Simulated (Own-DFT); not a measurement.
# Response to strain: wurtzite GaN, 72 atoms (Ga36N36)

All numbers below are calculated, not measured. The program, named Own-DFT, is a retired in-house plane-wave density functional code that no person has reviewed. Each row is one single-point run on a periodic cell that was not relaxed, without spin or spin-orbit coupling.

Settings of every run: PBE; PseudoDojo norm-conserving scalar-relativistic files (stringent for Ga); cutoff 96 hartree; 4 x 4 x 3 k mesh centred on Gamma; Gaussian smearing of 0.01 eV.

Known limits: forces not confirmed at this smearing and k mesh; stress not checked against mesh or cutoff.

Unstrained cell vectors in Å: (9.567, 0.000, 0.000); (-4.784, 8.285, 0.000); (0.000, 0.000, 10.370). The unstrained cell has measured lattice constants (interpolated for alloys), not those of this functional. That, the random moves and any unrelaxed bonds set the pressure at no strain. Each run strains this cell uniformly, with the atoms carried along. Every atom was also moved at random, by a Gaussian of width 0.05 Å on each axis. Strain is the symmetric tensor, in per cent. Stress is positive in tension, and the pressure is minus a third of its trace.

| run | e_xx (%) | e_yy (%) | e_zz (%) | s_xx (GPa) | s_yy (GPa) | s_zz (GPa) | P (GPa) | E (meV/atom) |
|---|---|---|---|---|---|---|---|---|
| 1 | 0.00 | 0.00 | -1.50 | -8.13 | -9.30 | -12.53 | 9.99 | 16.9 |
| 2 | 0.00 | 0.00 | 1.25 | -6.62 | -6.08 | -1.50 | 4.73 | 7.9 |
| 3 | 0.00 | 0.00 | 3.00 | -3.57 | -3.65 | 3.35 | 1.29 | 0.0 |
| 4 | 0.00 | 0.00 | 1.00 | -5.55 | -5.50 | -3.64 | 4.89 | 3.9 |
| 5 | 0.00 | 0.00 | -1.00 | -7.95 | -6.18 | -12.61 | 8.91 | 15.2 |
| 6 | 0.00 | 0.00 | -1.75 | -9.17 | -7.81 | -14.60 | 10.53 | 22.0 |
| 7 | 0.00 | 0.00 | 0.50 | -6.30 | -6.94 | -5.47 | 6.24 | 14.7 |
| 8 | 0.00 | 0.00 | 2.50 | -4.66 | -4.37 | 2.16 | 2.29 | 6.9 |
| 9 | 0.00 | 0.00 | 2.00 | ? | ? | ? | ? | ? |

E is the free energy for each atom above the lowest run shown.

## Worked fit

The change of volume is close to e_xx + e_yy + e_zz. A straight line through the runs shown gives P = 7.07 - 193 x (fractional change of volume) GPa, with an error of 3 on the slope and a scatter of 0.13 GPa. The strain isn't the same on all axes and the cell isn't cubic, so the slope belongs to this path and is not the bulk modulus.

## Withheld run

Question: what pressure should run 9 give? Its volume changes by 2.00 %.

The line gives 3.2 GPa. The calculation gave 3.60 GPa.
